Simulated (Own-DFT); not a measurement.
# Strain and stress in zincblende GaAs, 64 atoms (As32Ga32)

All numbers below are calculated, not measured. They come from Own-DFT, an in-house plane-wave density functional program, since retired, whose code no person has reviewed. Each row is one single-point run on a periodic cell that was not relaxed, without spin or spin-orbit coupling.

Settings of every run: PBE; PseudoDojo norm-conserving scalar-relativistic files; cutoff 42 hartree; 3 x 3 x 3 k mesh centred on Gamma; Fermi-Dirac smearing of 0.1 eV.

Known limits: forces not confirmed at this smearing and k mesh; stress not checked against mesh or cutoff.

Unstrained cell vectors in Å: (11.307, 0.000, 0.000); (0.000, 11.307, 0.000); (0.000, 0.000, 11.307). The unstrained cell has measured lattice constants (interpolated for alloys), not those of this functional. That, the random moves and any unrelaxed bonds set the pressure at no strain. Each run strains this cell uniformly, with the atoms carried along. Every atom was also moved at random, by a Gaussian of width 0.05 Å on each axis. Strain is the symmetric tensor, in per cent. Stress is positive in tension, and the pressure is minus a third of its trace.

| run | e_xx (%) | e_yy (%) | e_zz (%) | e_yz (%) | e_xz (%) | e_xy (%) | s_xx (GPa) | s_yy (GPa) | s_zz (GPa) | s_yz (GPa) | s_xz (GPa) | s_xy (GPa) | P (GPa) | E (meV/atom) |
|---|---|---|---|---|---|---|---|---|---|---|---|---|---|---|
| 1 | -0.64 | 1.10 | 0.57 | -0.34 | -1.48 | -0.69 | -3.89 | -2.97 | -3.28 | -0.33 | -2.25 | -0.83 | 3.38 | 21.7 |
| 2 | -0.74 | -1.42 | 1.32 | -1.45 | -0.83 | -0.21 | -4.96 | -5.36 | -3.68 | -2.53 | -1.03 | -0.61 | 4.67 | 22.3 |
| 3 | 0.48 | 0.26 | 1.96 | 1.15 | 1.30 | 1.59 | -2.72 | -2.81 | -1.90 | 1.93 | 1.77 | 2.37 | 2.48 | 25.0 |
| 4 | 1.77 | -0.98 | 1.53 | 0.70 | -0.04 | -1.95 | -1.96 | -3.40 | -2.11 | 1.35 | 0.37 | -3.48 | 2.49 | 11.9 |
| 5 | 1.67 | -0.76 | 1.17 | 1.90 | 0.99 | 1.64 | -2.10 | -3.42 | -2.53 | 2.73 | 1.35 | 2.14 | 2.68 | 15.8 |
| 6 | 0.17 | 0.62 | -0.55 | 1.63 | 0.47 | -0.02 | -3.84 | -3.55 | -4.21 | 2.17 | 0.42 | -0.06 | 3.87 | 18.0 |
| 7 | -0.98 | 1.38 | 0.57 | -0.17 | 1.79 | -1.54 | -4.17 | -2.73 | -3.26 | 0.35 | 2.50 | -2.57 | 3.39 | 15.2 |
| 8 | -1.15 | -1.51 | 1.59 | 0.21 | -0.64 | 1.11 | -5.50 | -5.52 | -3.79 | 0.05 | -0.60 | 1.76 | 4.94 | 27.7 |
| 9 | 0.93 | -0.16 | 1.41 | -1.91 | 1.28 | -0.44 | -2.46 | -3.08 | -2.11 | -2.46 | 1.74 | -0.79 | 2.55 | 11.8 |
| 10 | 0.10 | 0.69 | -0.47 | -0.34 | 0.43 | 1.20 | -3.74 | -3.37 | -4.04 | -0.66 | 1.24 | 1.86 | 3.72 | 8.2 |
| 11 | 0.06 | 0.65 | -0.40 | -1.93 | 1.27 | 0.22 | -3.97 | -3.87 | -4.44 | -3.71 | 2.77 | 0.85 | 4.09 | 30.5 |
| 12 | 0.68 | -0.61 | 1.12 | -1.78 | -1.44 | 0.28 | -3.04 | -3.69 | -2.99 | -2.32 | -2.25 | 0.34 | 3.24 | 16.1 |
| 13 | 1.24 | 0.21 | 0.28 | 0.00 | -0.83 | -0.11 | -2.19 | -2.89 | -2.83 | 0.16 | -1.13 | -0.35 | 2.63 | 0.0 |
| 14 | 1.06 | -1.96 | -1.29 | -1.50 | 1.39 | -1.82 | -5.21 | -7.10 | -6.54 | -3.11 | 2.27 | -2.39 | 6.29 | 55.2 |
| 15 | 0.95 | 0.75 | -0.25 | 0.32 | -1.68 | 1.21 | ? | ? | ? | ? | ? | ? | ? | ? |

E is the free energy for each atom above the lowest run shown.

## Worked fit

Each stress component was fitted by least squares to a constant and the strains of the runs shown, as fractions, with shears doubled. Shear strains stay in the fit of a normal stress only where such slopes are resolved. The slopes, in GPa:

| stress | at no strain | per e_xx | per e_yy | per e_zz | scatter |
|---|---|---|---|---|---|
| s_xx | -4.2 | 112 ± 6 | 64 ± 5 | 56 ± 6 | 0.19 |
| s_yy | -4.2 | 53 ± 7 | 120 ± 6 | 63 ± 7 | 0.23 |
| s_zz | -4.2 | 49 ± 6 | 60 ± 6 | 114 ± 6 | 0.21 |

Each shear stress against twice its own strain: yz 76 ± 3, xz 74 ± 5, xy 80 ± 3 GPa. These are stiffnesses along x, y and z of the frame in which the cell vectors are given, which need not be the crystal's axes. The atoms are held to the strained lattice; where symmetry lets them move under strain, relaxing them would lower some slopes. The table should be nearly symmetric about its diagonal, and what it lacks of that shows the noise. A ninth of its sum, 77 ± 4 GPa, estimates the bulk modulus near the mean pressure of these runs, 3.6 GPa, so it lies above the value at zero pressure.

## Withheld run

Question: what normal stresses and pressure should run 15 give?

The fit gives s_xx = -2.8, s_yy = -2.9, s_zz = -3.5 and P = 3.1 GPa. The calculation gave -2.90, -2.90, -3.43 and P = 3.08 GPa.
